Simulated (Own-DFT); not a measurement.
AlGa$_{3}$N$_{4}$ (wurtzite random alloy, strained, atoms displaced) (calculated)

Computed with Own-DFT development build. A calculation, not a measurement: plane-wave PBE density functional theory by an unreviewed code, no spin, of a simulated periodic cell, stress positive in tension, free energy of the whole cell less one offset for each atom, forces on such cells passed a denser k mesh, this cell's mesh not checked; offsets are fitted by least squares, one for each functional and potential file, so energies compare only between cells with the same atoms and settings and are not formation energies; the far tail of each file's local potential was reset to the Coulomb form; each entry is a single point on an unrelaxed cell, so the pressure reflects the starting lattice, mostly measured values, from which strain is counted, and rises with the displacements; printed positions are rounded, which can move forces by about a meV/angstrom; the program is a retired in-house code; no spin-orbit coupling.

```yaml
- formula: AlGa3N4
  kind: "wurtzite random alloy, strained, atoms displaced"
  structure:
    cell_angstrom: [[9.4379, 0.0, 0.0], [-4.719, 8.1735, 0.0], [0.0, 0.0, 10.2685]]
    atoms_fractional:
      - [Al, 0.11655, 0.22761, 0.00041]
      - [Al, 0.21728, 0.10286, 0.25067]
      - ["N", 0.11654, 0.22202, 0.18962]
      - ["N", 0.21987, 0.10844, 0.44153]
      - [Ga, 0.11374, 0.23231, 0.4953]
      - [Ga, 0.22387, 0.10792, 0.74542]
      - ["N", 0.11445, 0.22638, 0.68428]
      - ["N", 0.21121, 0.10429, 0.94153]
      - [Ga, 0.11787, 0.5627, 0.00788]
      - [Ga, 0.2368, 0.45322, 0.26052]
      - ["N", 0.10992, 0.55501, 0.19536]
      - ["N", 0.22779, 0.44616, 0.43745]
      - [Ga, 0.11985, 0.56244, 0.50377]
      - [Al, 0.22089, 0.45332, 0.75311]
      - ["N", 0.10454, 0.55419, 0.68743]
      - ["N", 0.21697, 0.44763, 0.94191]
      - [Ga, 0.12206, 0.89747, 0.99665]
      - [Ga, 0.22096, 0.77567, 0.24978]
      - ["N", 0.11822, 0.89386, 0.18597]
      - ["N", 0.22217, 0.77493, 0.43502]
      - [Ga, 0.10098, 0.87658, 0.5003]
      - [Ga, 0.22688, 0.78498, 0.75372]
      - ["N", 0.12465, 0.89758, 0.67827]
      - ["N", 0.21894, 0.77275, 0.94291]
      - [Ga, 0.44748, 0.22418, 0.99221]
      - [Ga, 0.55109, 0.11647, 0.25623]
      - ["N", 0.43478, 0.22893, 0.19125]
      - ["N", 0.55472, 0.10957, 0.43855]
      - [Ga, 0.4521, 0.22529, 0.5089]
      - [Ga, 0.55784, 0.11333, 0.75087]
      - ["N", 0.44871, 0.22294, 0.68091]
      - ["N", 0.55533, 0.10894, 0.94171]
      - [Al, 0.44953, 0.55505, 0.99981]
      - [Ga, 0.5591, 0.44078, 0.24913]
      - ["N", 0.44901, 0.54476, 0.19004]
      - ["N", 0.54815, 0.43679, 0.43501]
      - [Al, 0.43997, 0.55321, 0.49752]
      - [Ga, 0.55313, 0.44548, 0.74996]
      - ["N", 0.43973, 0.55978, 0.69484]
      - ["N", 0.54572, 0.43182, 0.93565]
      - [Ga, 0.43595, 0.88381, 0.99013]
      - [Al, 0.55373, 0.77447, 0.25268]
      - ["N", 0.4456, 0.90182, 0.18488]
      - ["N", 0.56459, 0.77136, 0.43589]
      - [Ga, 0.43081, 0.88428, 0.50818]
      - [Ga, 0.55593, 0.77751, 0.74627]
      - ["N", 0.43962, 0.88437, 0.68999]
      - ["N", 0.54628, 0.76182, 0.93306]
      - [Ga, 0.78964, 0.22437, 0.99798]
      - [Al, 0.89644, 0.1093, 0.24099]
      - ["N", 0.77466, 0.22256, 0.18728]
      - ["N", 0.88085, 0.10276, 0.44275]
      - [Al, 0.7835, 0.21483, 0.48888]
      - [Ga, 0.89066, 0.10808, 0.75465]
      - ["N", 0.77698, 0.21956, 0.6852]
      - ["N", 0.8891, 0.10527, 0.9523]
      - [Al, 0.78125, 0.55228, 0.00074]
      - [Ga, 0.88605, 0.43384, 0.25116]
      - ["N", 0.77762, 0.54943, 0.19593]
      - ["N", 0.89865, 0.44369, 0.43207]
      - [Ga, 0.7739, 0.53872, 0.50251]
      - [Ga, 0.89365, 0.44641, 0.75066]
      - ["N", 0.77701, 0.54815, 0.68983]
      - ["N", 0.89402, 0.45072, 0.94225]
      - [Ga, 0.78301, 0.88819, 0.00209]
      - [Ga, 0.88922, 0.77865, 0.24979]
      - ["N", 0.7662, 0.87823, 0.19113]
      - ["N", 0.89277, 0.78137, 0.44185]
      - [Ga, 0.77974, 0.89219, 0.5061]
      - [Ga, 0.8784, 0.77119, 0.75382]
      - ["N", 0.77455, 0.88072, 0.69295]
      - ["N", 0.89674, 0.78255, 0.9379]
  settings:
    functional: PBE
    potential_files: "PseudoDojo norm-conserving, scalar-relativistic, standard set with the stringent files for Ga"
    "wave_cutoff [hartree]": 96.0
    occupations: Gaussian
    "smearing_width [eV]": 0.01
    k_mesh: "4 x 4 x 3 centred on Gamma"
  results:
    "free_energy_of_cell_above_offsets [eV]": "-8.720"
    "pressure [GPa]": 10.07
    "stress_xx [GPa]": -9.41
    "stress_yy [GPa]": -11.66
    "stress_zz [GPa]": -9.13
    "stress_yz [GPa]": 0.68
    "stress_xz [GPa]": 0.25
    "stress_xy [GPa]": 0.02
    force_element: [Al, Al, "N", "N", Ga, Ga, "N", "N", Ga, Ga, "N", "N", Ga, Al, "N", "N", Ga, Ga, "N", "N", Ga, Ga, "N", "N", Ga, Ga, "N", "N", Ga, Ga, "N", "N", Al, Ga, "N", "N", Al, Ga, "N", "N", Ga, Al, "N", "N", Ga, Ga, "N", "N", Ga, Al, "N", "N", Al, Ga, "N", "N", Al, Ga, "N", "N", Ga, Ga, "N", "N", Ga, Ga, "N", "N", Ga, Ga, "N", "N"]
    "force_x [eV/angstrom]": [-0.119, 0.235, -0.626, 0.181, 0.528, -0.695, -0.279, 0.49, -0.541, -0.976, 0.952, -0.245, -0.611, 0.272, 1.87, 1.786, -0.657, 0.359, -0.895, -0.352, 1.092, -1.129, -1.013, -0.625, -0.677, -0.222, 0.888, 1.1, -1.185, 0.296, -0.312, 0.557, -0.806, -0.025, -1.368, -0.015, 1.677, -0.152, -0.129, 0.759, 2.068, -0.74, 1.267, -2.069, 1.931, -0.398, 0.715, 0.467, -1.924, -1.325, 1.354, 1.255, -1.905, -0.003, 0.61, 1.226, -0.783, 0.125, 0.417, -0.331, -0.503, -0.639, -0.606, -0.243, -1.164, 0.432, 0.518, -1.305, 0.517, 1.986, -0.133, -0.209]
    "force_y [eV/angstrom]": [-0.128, 1.503, -0.308, 0.044, -2.421, 1.204, 0.831, 2.841, -1.332, -1.104, -0.307, 1.162, -1.067, -1.111, 0.908, -0.764, -1.922, 0.809, -0.605, 0.143, 2.004, -1.262, -1.8, 0.826, -1.982, -0.034, -2.01, 0.068, -1.038, -0.014, 0.174, 0.23, -1.154, 0.034, 2.828, 1.322, 0.435, -0.271, -1.541, 3.459, 0.606, 0.191, -2.28, -0.46, 0.771, 0.078, 0.881, 1.471, 0.194, -0.31, -1.54, 1.402, 1.021, 0.455, 0.02, 1.221, 0.404, 1.246, 0.973, -1.228, 1.302, -1.243, 0.6, -0.334, -1.535, -0.426, 1.535, -1.957, -1.302, 0.159, 1.337, -1.894]
    "force_z [eV/angstrom]": [0.664, 0.904, -0.26, -1.017, 0.47, 0.237, 1.37, -1.616, 0.546, -2.667, -0.445, 1.576, -0.753, 0.09, 0.598, -0.741, 1.315, -0.395, 0.232, 0.413, -0.907, -0.1, 2.342, -1.445, 2.273, -1.44, -1.023, 1.245, -3.539, -0.019, 3.643, -1.066, 0.474, 0.709, -1.366, 1.47, 0.76, -0.395, -2.02, 0.368, 1.908, -0.565, 0.236, 0.434, -1.755, 0.76, 0.466, 0.909, 0.754, 0.899, 0.225, -2.284, 1.368, -0.323, -0.479, -1.667, 0.594, -0.525, -2.229, 2.08, -1.061, 0.576, 0.06, -0.335, 0.339, 0.458, -0.139, -0.545, -0.511, -0.648, -0.185, 0.695]
```
